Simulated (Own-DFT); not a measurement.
# Which defects push the lattice out? zincblende GaAs

Everything here is calculated. The program is Own-DFT (plane waves, in-house, since retired, never reviewed by a person); positions were held fixed, and spin and spin-orbit coupling were off.

All runs used: PBE; PseudoDojo norm-conserving scalar-relativistic files; cutoff 42 hartree; 3 x 3 x 3 k mesh centred on Gamma; Fermi-Dirac smearing of 0.1 eV.

Limits (not all hold for every row): not probed for a lower state with spin; forces not confirmed at this smearing and k mesh; stress not checked against mesh or cutoff.

All runs share one cell, with vectors in Å (11.737, 0.000, 0.000); (0.000, 11.737, 0.000); (0.000, 0.000, 10.833) and a volume of 1492.4 Å³, strained against the parent crystal. The atoms are randomly displaced, by u rms on each axis. The defect's site can differ from row to row.

```
cell,formula,u (Å),P (GPa)
no defect,As32Ga32,0.0278,1.21
no defect,As32Ga32,0.0298,1.23
no defect,As32Ga32,0.0495,1.49
one As vacancy and one Ga vacancy,As31Ga31,0.0289,?
one As vacancy and one Ga vacancy,As31Ga31,0.0323,0.97
one As vacancy and one Ga vacancy,As31Ga31,0.0512,1.19
one As vacancy and one Ga vacancy,As31Ga31,0.0514,1.31
one Al on a Ga site,AlAs32Ga31,0.0315,1.25
one Al on a Ga site,AlAs32Ga31,0.0331,1.26
one Al on a Ga site,AlAs32Ga31,0.0448,1.40
one In on a Ga site,As32Ga31In,0.0468,2.01
one In on a Ga site,As32Ga31In,0.0480,2.15
one In on a Ga site,As32Ga31In,0.0520,2.20
one P on an As site,As31Ga32P,0.0290,1.00
one P on an As site,As31Ga32P,0.0295,1.02
one P on an As site,As31Ga32P,0.0334,1.07
```

## What the rows give

P = P0 + c u² + a shift for each defect gives P0 = 1.07 GPa, c = 173 ± 20 GPa/Å² and a scatter of 0.04 GPa. The shifts, and each times the cell's volume:

- one In on a Ga site: 0.64 ± 0.04 GPa, 5.9 eV
- one Al on a Ga site: -0.01 ± 0.03 GPa, -0.1 eV (not resolved)
- one P on an As site: -0.21 ± 0.04 GPa, -1.9 eV
- one As vacancy and one Ga vacancy: -0.28 ± 0.04 GPa, -2.6 eV

Positive is outwards. The product with the volume (160.2 GPa Å³ to the eV) is nearly free of the cell's size; divided by the bulk modulus at the cell's pressure it gives the volume that the defect adds. The atoms around the defects weren't relaxed, which would change these numbers.

## The run left out

Q: what pressure belongs in the blank (one As vacancy and one Ga vacancy, u = 0.0289 Å)?

The fit gives 0.94 ± 0.05 GPa. The hidden result is 0.98 GPa.
